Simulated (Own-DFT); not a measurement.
# Which defects push the lattice out? zincblende InP

Calculated, not measured: single-point runs of Own-DFT, a retired in-house plane-wave DFT program that no person has reviewed, on unrelaxed cells, without spin or spin-orbit coupling.

All runs used: PBE; PseudoDojo norm-conserving scalar-relativistic files; cutoff 36 hartree; 2 x 3 x 3 k mesh centred on Gamma; Fermi-Dirac smearing of 0.1 eV.

Limits (not all hold for every row): not probed for a lower state with spin; forces on such cells failed a check on a denser k mesh; forces not confirmed at this smearing and k mesh; stress not checked against mesh or cutoff.

All runs share one cell, with vectors in Å (17.606, 0.000, 0.000); (0.000, 11.737, 0.000); (0.000, 0.000, 11.737) and a volume of 2425.5 Å³. Atoms were moved at random from their sites; u is the rms move along one axis. The defect's site can differ from row to row.

```
                                      cell  formula   u (Å)  P (GPa)
                                 no defect  In48P48  0.0208     3.19
                                 no defect  In48P48  0.0502     3.59
                                 no defect  In48P48  0.0512     3.63
                           two P vacancies  In48P46  0.0500     3.38
                           two P vacancies  In48P46  0.0507     3.42
                           two P vacancies  In48P46  0.0524     3.40
one In on a P site and one P on an In site  In48P48  0.0291     3.49
one In on a P site and one P on an In site  In48P48  0.0309     3.55
one In on a P site and one P on an In site  In48P48  0.0503     3.82
                       one P on an In site  In47P49  0.0295     3.16
                       one P on an In site  In47P49  0.0302        ?
                       one P on an In site  In47P49  0.0473     3.48
                       one P on an In site  In47P49  0.0482     3.45
                        one In on a P site  In49P47  0.0306     3.88
                        one In on a P site  In49P47  0.0495     4.17
                        one In on a P site  In49P47  0.0499     4.15
```

## Worked fit

P = P0 + c u² + a shift for each defect gives P0 = 3.11 GPa, c = 192 ± 8 GPa/Å² and a scatter of 0.02 GPa. The shifts, and each times the cell's volume:

- one In on a P site: 0.58 ± 0.02 GPa, 8.7 eV
- one In on a P site and one P on an In site: 0.23 ± 0.02 GPa, 3.4 eV
- one P on an In site: -0.10 ± 0.02 GPa, -1.5 eV
- two P vacancies: -0.22 ± 0.02 GPa, -3.3 eV (-1.6 eV for each of its 2 sites)

A positive shift means that the defect pushes the cell outwards. Shift times volume (160.2 GPa Å³ is 1 eV) depends little on the cell's size, so, taken for each site, it can be compared between cells at like pressure. The atoms around the defects weren't relaxed, which would change these numbers.

## Check

Q: what pressure belongs in the blank (one P on an In site, u = 0.0302 Å)?

The fitted form gives 3.19 ± 0.03 GPa. The calculation gave 3.19 GPa.
